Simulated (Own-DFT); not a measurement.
# How strain changes the stress of wurtzite GaN, 72 atoms (Ga36N36)

All numbers below are calculated, not measured. They come from Own-DFT, an in-house plane-wave density functional program, since retired, whose code no person has reviewed. Each row is one single-point run on a periodic cell that was not relaxed, without spin or spin-orbit coupling.

Settings of every run: PBE; PseudoDojo norm-conserving scalar-relativistic files (stringent for Ga); cutoff 96 hartree; 4 x 4 x 3 k mesh centred on Gamma; Gaussian smearing of 0.01 eV.

Known limits: forces not confirmed at this smearing and k mesh; stress not checked against mesh or cutoff.

Unstrained cell vectors in Å: (9.567, 0.000, 0.000); (-4.783, 8.285, 0.000); (0.000, 0.000, 10.370). The unstrained cell has measured lattice constants (interpolated for alloys), not those of this functional. That, the random moves and any unrelaxed bonds set the pressure at no strain. Each run strains this cell uniformly, with the atoms carried along. Every atom was also moved at random, by a Gaussian of width 0.05 Å on each axis. Strain is the symmetric tensor, in per cent. Stress is positive in tension, and the pressure is minus a third of its trace.

```
run  e_xx (%)  e_yy (%)  e_zz (%)  s_xx (GPa)  s_yy (GPa)  s_zz (GPa)  P (GPa)  E (meV/atom)
  1      1.00      1.00      0.00       -3.12       -1.03       -6.88     3.68           9.7
  2      2.75      2.75      0.00        5.69        6.32       -6.26    -1.92           9.7
  3      2.50      2.50      0.00        4.32        4.72       -4.99    -1.35           5.4
  4     -0.50     -0.50      0.00       -9.76      -10.57       -6.90     9.08           4.1
  5     -0.25     -0.25      0.00       -9.10       -7.78       -7.35     8.08           3.0
  6      1.50      1.50      0.00       -0.95       -0.23       -4.32     1.83           4.3
  7     -2.50     -2.50      0.00      -24.85      -21.52      -10.45    18.94          60.7
  8      3.00      3.00      0.00        6.11        6.77       -3.60    -3.09           0.0
  9     -2.25     -2.25      0.00           ?           ?           ?        ?             ?
```

E is the free energy for each atom above the lowest run shown.

## Worked fit

The change of volume is close to e_xx + e_yy + e_zz. A straight line through the runs shown gives P = 8.07 - 191 x (fractional change of volume) GPa, with an error of 9 on the slope and a scatter of 0.91 GPa. The strain isn't the same on all axes and the cell isn't cubic, so the slope belongs to this path and is not the bulk modulus.

## Withheld run

Question: what pressure should run 9 give? Its volume changes by -4.45 %.

The line gives 16.6 GPa. The calculation gave 17.06 GPa.
